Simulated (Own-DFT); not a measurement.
# Bulk modulus against bond length in tetrahedral crystals

Source: density functional calculations with Own-DFT, an unreviewed in-house program that is no longer used. Nothing was measured or relaxed, and spin and spin-orbit coupling are left out.

Caveats (not all hold for every row): forces on such cells moved up to 12 meV/angstrom on a denser k mesh; forces not confirmed at this smearing and k mesh; k mesh not checked against a denser one; forces on such cells passed a denser k mesh, each cell not checked; stress not checked against mesh or cutoff.

All runs are PBE with PseudoDojo norm-conserving files; cutoff and k mesh are each material's own. Every cell starts from measured lattice constants and was given uniform random strains and small random moves of its atoms. Each triple is the change of volume in per cent, the rms move u in Å and the pressure in GPa.

- 2H SiC (C36Si36), 10.36 Å³/atom unstrained: (-1.85, 0.049, 9.68); (-1.52, 0.051, 9.72); (-0.08, 0.048, 5.70); (-0.05, 0.048, 5.72); (0.23, 0.054, 5.73); (1.03, 0.050, 3.13); (1.67, 0.050, 2.14)
- wurtzite AlN (Al36N36), 10.45 Å³/atom unstrained: (-3.86, 0.052, 15.40); (-2.54, 0.052, 12.26); (-2.36, 0.049, 10.94); (0.61, 0.049, 4.28); (0.96, 0.053, 4.03); (1.47, 0.053, 2.49); (2.23, 0.047, 1.19)
- wurtzite GaN (Ga48N48), 11.42 Å³/atom unstrained: (-2.19, 0.048, 11.88); (-1.62, 0.051, 11.15); (-0.55, 0.046, 8.04); (0.25, 0.052, 6.90); (1.49, 0.050, 4.39); (1.51, 0.053, 4.32); (1.63, 0.048, 3.84)
- diamond silicon (Si64), 20.02 Å³/atom unstrained: withheld
- zincblende GaAs (As32Ga32), 22.58 Å³/atom unstrained: (-2.85, 0.052, 6.58); (-2.41, 0.050, 6.44); (-1.25, 0.050, 4.93); (-0.93, 0.053, 5.08); (1.14, 0.050, 3.29); (1.73, 0.047, 2.63); (3.01, 0.054, 1.96)
- grey tin (Sn64), 34.15 Å³/atom unstrained: (-2.59, 0.047, 5.10); (-0.42, 0.050, 3.99); (-0.36, 0.049, 4.04); (-0.14, 0.050, 3.76); (1.22, 0.052, 3.15); (1.57, 0.047, 3.00); (1.57, 0.047, 2.92)

## Fit

Fit a line to each set against the fractional change of volume; B is minus its slope, and u is nearly the same within a set. To take it to zero pressure, assume that B rises by 4 GPa for each GPa: B0 = B - 4 x (mean pressure). The bond length of an ideal tetrahedral crystal with the unstrained volume v is d = (√3/4)(8 v)^(1/3). Cohen's empirical rule reads B0 = (1971 - 220 L) d^(-3.5) GPa, with L = 0 for group IV crystals and SiC and 1 for III-V compounds.

| material | L | d (Å) | B (GPa) | mean P (GPa) | B0 (GPa) | rule (GPa) |
|---|---|---|---|---|---|---|
| 2H SiC (C36Si36) | 0 | 1.888 | 228 ± 13 | 6.0 | 204 ± 13 | 213 |
| wurtzite AlN (Al36N36) | 1 | 1.893 | 233 ± 7 | 7.2 | 204 ± 7 | 188 |
| wurtzite GaN (Ga48N48) | 1 | 1.950 | 209 ± 8 | 7.2 | 180 ± 8 | 169 |
| diamond silicon (Si64) | 0 | 2.352 | ? | ? | ? | 99 |
| zincblende GaAs (As32Ga32) | 1 | 2.448 | 82 ± 4 | 4.4 | 64 ± 4 | 76 |
| grey tin (Sn64) | 0 | 2.810 | 51 ± 2 | 3.7 | 37 ± 2 | 53 |

A line through ln[B0/(1971 - 220 L)] against ln d has a slope of -4.5 ± 0.2 and a scatter of 7 %. Against the rule, B0 stands at 96 % for 2H SiC, 109 % for wurtzite AlN, 107 % for wurtzite GaN, 84 % for zincblende GaAs, 69 % for grey tin. PBE tends to make silicon and heavier crystals too soft, and the rule itself is only a guide.

## Withheld run

The question: what B0 does the fitted trend give for diamond silicon (Si64)?

Estimate: 84 GPa. Its own runs give B = 96 ± 3 GPa at a mean pressure of 2.7 GPa, so B0 = 85 GPa.
